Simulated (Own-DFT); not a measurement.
Simulation results for Hf$_{36}$O$_{71}$ (tetragonal hafnia with one neutral oxygen vacancy, atoms displaced)

All values are calculated (Own-DFT development build). A calculation, not a measurement: plane-wave PBE and HSE06 DFT by an unreviewed code, no spin, of a simulated cell at Gamma alone, so results move with cell size and shape, stress positive in tension, energies less offsets, not probed for a lower state with spin; hafnium file: forces about 75 meV/angstrom off all-electron values; oxygen file: force components 24 meV/angstrom off all-electron in a glass; k mesh not checked against a denser one; forces and stress are PBE's, HSE06 gives the energy alone, and its difference from PBE has offsets of its own; offsets are fitted by least squares, one for each functional and potential file, so energies compare only between cells with the same atoms and settings and are not formation energies; the far tail of each file's local potential was reset to the Coulomb form; each entry is a single point on an unrelaxed cell, so the pressure reflects the starting lattice, taken from the Materials Project, from which strain is counted, and rises with the displacements; printed positions are rounded, which can move forces by about a meV/angstrom; the program is a retired in-house code; no spin-orbit coupling.

```xyz
107
Lattice="10.7800 0.0000 0.0000 0.0000 10.7800 0.0000 0.0000 0.0000 10.4493" Properties=species:S:1:pos:R:3 formula=Hf36O71 first_functional=PBE second_functional=HSE06 exact_exchange_share=0.25 screening=0.11 exchange_divergence=Gygi-Baldereschi potential_files=PseudoDojo_norm-conserving,scalar-relativistic,made_for_PBE,standard_set wave_cutoff=48 occupations=fixed k_mesh=1_x_1_x_1_centred_on_Gamma
Hf    10.6702     0.0708     0.0809
Hf     1.8133     1.9130     2.6716
O      0.0199     1.6976     1.6795
O      1.7135     0.0883     3.6983
O     10.7372     1.7590     4.2745
O      1.7585    10.7706     1.0401
Hf    10.6708     0.2038     5.1354
Hf     1.8247     1.8440     7.8781
O      0.0260     1.7172     6.8623
O      1.8007     0.0276     8.8806
O     10.7437     1.8446     9.4666
O      1.7973     0.0244     6.1753
Hf     0.2322     3.8062    10.4389
Hf     1.8341     5.1674     2.7721
O     10.5747     5.2800     1.6500
O      1.9664     3.4595     3.5637
O     10.6869     5.4148     4.3521
O      1.8413     3.5719     0.9063
Hf    10.7222     3.4757     5.3256
Hf     1.7189     5.4824     7.8449
O     10.7531     5.4494     6.7513
O      1.9145     3.6008     8.8844
O     10.7381     5.6354     9.3684
O      1.7249     3.5190     6.2115
Hf     0.0665     7.1210     0.0635
Hf     1.9570     8.9888     2.6831
O     10.6229     8.9500     1.6717
O      1.7360     7.1850     3.6649
O     10.7005     8.9167     4.2637
O      1.8170     7.1093     0.9809
Hf     0.1453     7.1897     5.2018
Hf     1.6760     9.0532     7.9378
O      0.0234     9.0269     6.7418
O      1.7535     7.1631     8.8297
O      0.0157     8.9662     9.4220
O      1.8216     7.1564     6.2244
Hf     3.6260     0.1803     0.0388
Hf     5.3472     1.7004     2.5486
O      3.5448     1.8628     1.4977
O      3.5124     1.7955     4.1361
O      5.4476    10.7366     1.0609
Hf     3.4692    10.7289     5.2368
Hf     5.3434     1.7100     7.9055
O      3.4980     1.7463     6.5922
O      5.4437     0.0782     8.7373
O      3.5499     1.9112     9.3952
O      5.4331     0.0020     6.3882
Hf     3.6345     3.5917     0.0362
Hf     5.3571     5.5194     2.5976
O      3.6333     5.5317     1.4655
O      5.4620     3.5523     3.5986
O      3.4901     5.3897     4.2860
O      5.3730     3.5267     1.1044
Hf     3.7026     3.5461     5.2994
Hf     5.4430     5.3999     7.8143
O      3.6034     5.4958     6.9243
O      5.2595     3.5571     8.8637
O      3.6532     5.3576     9.4054
O      5.4420     3.4621     6.3458
Hf     3.5982     7.1658    10.4310
Hf     5.5097     8.9089     2.8631
O      3.5562     8.9303     1.6152
O      5.3711     7.0852     3.6534
O      3.6755     8.9174     4.0488
O      5.4527     7.1015     0.9651
Hf     3.7488     7.0934     5.1823
Hf     5.4350     8.9702     7.8347
O      3.5628     8.8124     7.0270
O      5.4329     7.1242     8.8041
O      3.7577     8.9897     9.2743
O      5.3574     7.2823     6.1798
Hf     7.2655     0.0775     0.0825
Hf     9.0017     1.7699     2.6576
O      7.1883     1.8210     1.5466
O      8.9354    10.6700     3.6537
O      7.2137     1.7104     4.1980
O      9.0982     0.0062     0.9934
Hf     7.2504     0.0566     5.1908
Hf     8.8310     1.8867     7.8619
O      7.1079     1.7894     6.8900
O      8.9079     0.0503     8.9218
O      7.1894     1.8039     9.4438
O      9.0051     0.0049     6.2033
Hf     7.1637     3.4821    10.2833
Hf     9.1145     5.3207     2.6717
O      7.2940     5.4122     1.6026
O      8.8527     3.4359     3.5555
O      7.1892     5.4585     4.2422
O      8.7759     3.4917     1.0705
Hf     7.2838     3.6904     5.1984
Hf     9.0934     5.4549     7.7935
O      7.1863     5.3125     6.7981
O      8.9265     3.6221     8.8810
O      7.2245     5.3823     9.3853
O      8.9866     3.5469     6.2103
Hf     7.0862     7.2351    10.3796
Hf     8.9090     9.0034     2.5700
O      7.1688     8.9589     1.5134
O      9.0653     7.1149     3.6677
O      7.0706     9.0247     4.2930
O      9.1095     7.1276     1.0378
Hf     7.1622     7.0536     5.2188
Hf     8.8944     8.9862     7.8492
O      7.2359     9.0712     6.8981
O      8.8691     7.2690     8.8423
O      7.2679     8.8444     9.4608
O      8.9198     7.2388     6.2619
```

Units: screening in 1/bohr; wave_cutoff in hartree.

Questions
1. Estimate the PBE pressure of Hf$_{36}$O$_{71}$ (tetragonal hafnia with one neutral oxygen vacancy, atoms displaced).
2. Give the table of force values for Hf$_{36}$O$_{71}$ (tetragonal hafnia with one neutral oxygen vacancy, atoms displaced).

## Answers
1. 6.39 GPa
2. 
Force:
| element | x (eV/Å) | y (eV/Å) | z (eV/Å) |
| --- | --- | --- | --- |
| Hf | 5.049 | -0.955 | -2.855 |
| Hf | 0.059 | -8.302 | -3.616 |
| O | 0.118 | 1.167 | 0.501 |
| O | 0.82 | -0.899 | -0.763 |
| O | -0.089 | 6.235 | -3.687 |
| O | 1.347 | -0.187 | -0.316 |
| Hf | 1.745 | -9.542 | 4.056 |
| Hf | -0.679 | -1.409 | -0.787 |
| O | -1.139 | 1.018 | -0.277 |
| O | 0.678 | 1.171 | -0.036 |
| O | 0.613 | 1.469 | 0.613 |
| O | -0.987 | -0.439 | 0.883 |
| Hf | -5.487 | -2.516 | -1.964 |
| Hf | 0.165 | 6.142 | -1.888 |
| O | 8.132 | -1.442 | -3.427 |
| O | -0.914 | 4.378 | 3.379 |
| O | 1.074 | -4.287 | -2.112 |
| O | 0.187 | 0.766 | 3.516 |
| Hf | 1.039 | 1.623 | 0.302 |
| Hf | 2.094 | 0.439 | -1.15 |
| O | 0.717 | -1 | 0.88 |
| O | -2.008 | 1.583 | -0.168 |
| O | 0.221 | -5.433 | -1.442 |
| O | 0.905 | 0.721 | -0.112 |
| Hf | -1.759 | 5.89 | 1.448 |
| Hf | -3.351 | 0.566 | -0.662 |
| O | 2.753 | 0.619 | -0.433 |
| O | 0.492 | -1.556 | -0.94 |
| O | 0.476 | 1.864 | -0.406 |
| O | -0.219 | -0.157 | 0.774 |
| Hf | -2.07 | 3.13 | 0.46 |
| Hf | 0.056 | -0.663 | -1.397 |
| O | -0.327 | -0.479 | 1.69 |
| O | 0.813 | 0.717 | 0.621 |
| O | 0.221 | 0.314 | 0.774 |
| O | 1.221 | -0.796 | 0.286 |
| Hf | -1.659 | -3.017 | -0.341 |
| Hf | 1.073 | 1.12 | 0.723 |
| O | 0.255 | -0.876 | 0.524 |
| O | 1.427 | -0.517 | -0.006 |
| O | -1.232 | 1.022 | -0.182 |
| Hf | 1.48 | 0.845 | 0.371 |
| Hf | -0.762 | 2.94 | -3.411 |
| O | 0.916 | 0.637 | 2.161 |
| O | 0.161 | -2.93 | 3.847 |
| O | 0.274 | -2.236 | -0.459 |
| O | -1.215 | -0.346 | -2.613 |
| Hf | 3.018 | 1.888 | -1.358 |
| Hf | 2.851 | -4.582 | -3.836 |
| O | -1.264 | -1.609 | 2.656 |
| O | -0.714 | 0.803 | 0.926 |
| O | -0.129 | -2.15 | -1.659 |
| O | -0.007 | 0.084 | -1.26 |
| Hf | 0.532 | -1.588 | 0.401 |
| Hf | -0.716 | -1.354 | 2 |
| O | 0.102 | -0.885 | -1.453 |
| O | 1.084 | 0.391 | 0.238 |
| O | -0.541 | 0.789 | 0.704 |
| O | -0.575 | 1.295 | -1.713 |
| Hf | 0.368 | 0.927 | -0.932 |
| Hf | -0.648 | 2.885 | -2.988 |
| O | 1.869 | -0.114 | -0.897 |
| O | -0.059 | 1.385 | 1.681 |
| O | -0.131 | 0.473 | 2.036 |
| O | -2.183 | 0.184 | 1.425 |
| Hf | -4.298 | 2.407 | 2.155 |
| Hf | -1.676 | 0.513 | 0.035 |
| O | -0.038 | 0.881 | -2.931 |
| O | 0.303 | 0.552 | 0.196 |
| O | -0.383 | 0.613 | 3.633 |
| O | 2.519 | -0.509 | 1.008 |
| Hf | -0.021 | -1.597 | -0.588 |
| Hf | -1.446 | -0.814 | -2.743 |
| O | -0.497 | -2.105 | 0.548 |
| O | 0.184 | 2.032 | 0.02 |
| O | -0.478 | 1.609 | -0.277 |
| O | -5.292 | 0.148 | 2.716 |
| Hf | -1.285 | -1.123 | 2.333 |
| Hf | 1.932 | -1.852 | 0.535 |
| O | 1.271 | 0.169 | -0.544 |
| O | -0.211 | 0.202 | -0.331 |
| O | -0.214 | -2.125 | -1.737 |
| O | -0.963 | 0.994 | 0.555 |
| Hf | 0.289 | 4.961 | 3.827 |
| Hf | -7.147 | 1.808 | 1.153 |
| O | -1.888 | 0.497 | 1.542 |
| O | 0.672 | 2.634 | 2.717 |
| O | -0.163 | -2.772 | -1.037 |
| O | 2.887 | -0.202 | -0.872 |
| Hf | -2.931 | -1.671 | -0.555 |
| Hf | -2.959 | 1.995 | 1.714 |
| O | 0.702 | 0.189 | -1.065 |
| O | 0.553 | 0.513 | -1.136 |
| O | -0.766 | -0.522 | -0.289 |
| O | 0.066 | -0.122 | 1.051 |
| Hf | 3.297 | -3.97 | 1.343 |
| Hf | 2.265 | -3.455 | 0.686 |
| O | -0.294 | 0.37 | 1.117 |
| O | -1.542 | 0.911 | -0.51 |
| O | -0.76 | -1.65 | -1.049 |
| O | -1.553 | 0.086 | -0.473 |
| Hf | 2.929 | 3.351 | 1.864 |
| Hf | 2.741 | 0.034 | -0.062 |
| O | -1.337 | -0.182 | -1.003 |
| O | 0.915 | -2.185 | -0.723 |
| O | -0.977 | 5.091 | -1.126 |
| O | 0.059 | -0.926 | -0.03 |

Further results for Hf$_{36}$O$_{71}$ (tetragonal hafnia with one neutral oxygen vacancy, atoms displaced):

| Property | Result |
| --- | --- |
| PBE energy of cell above offsets | -84.539 eV |
| HSE06 less PBE above offsets | 0.744 eV |
| PBE stress xx | -4.39 GPa |
| PBE stress yy | -8.22 GPa |
| PBE stress zz | -6.56 GPa |
| PBE stress yz | -0.8 GPa |
| PBE stress xz | 0.37 GPa |
| PBE stress xy | -0.34 GPa |
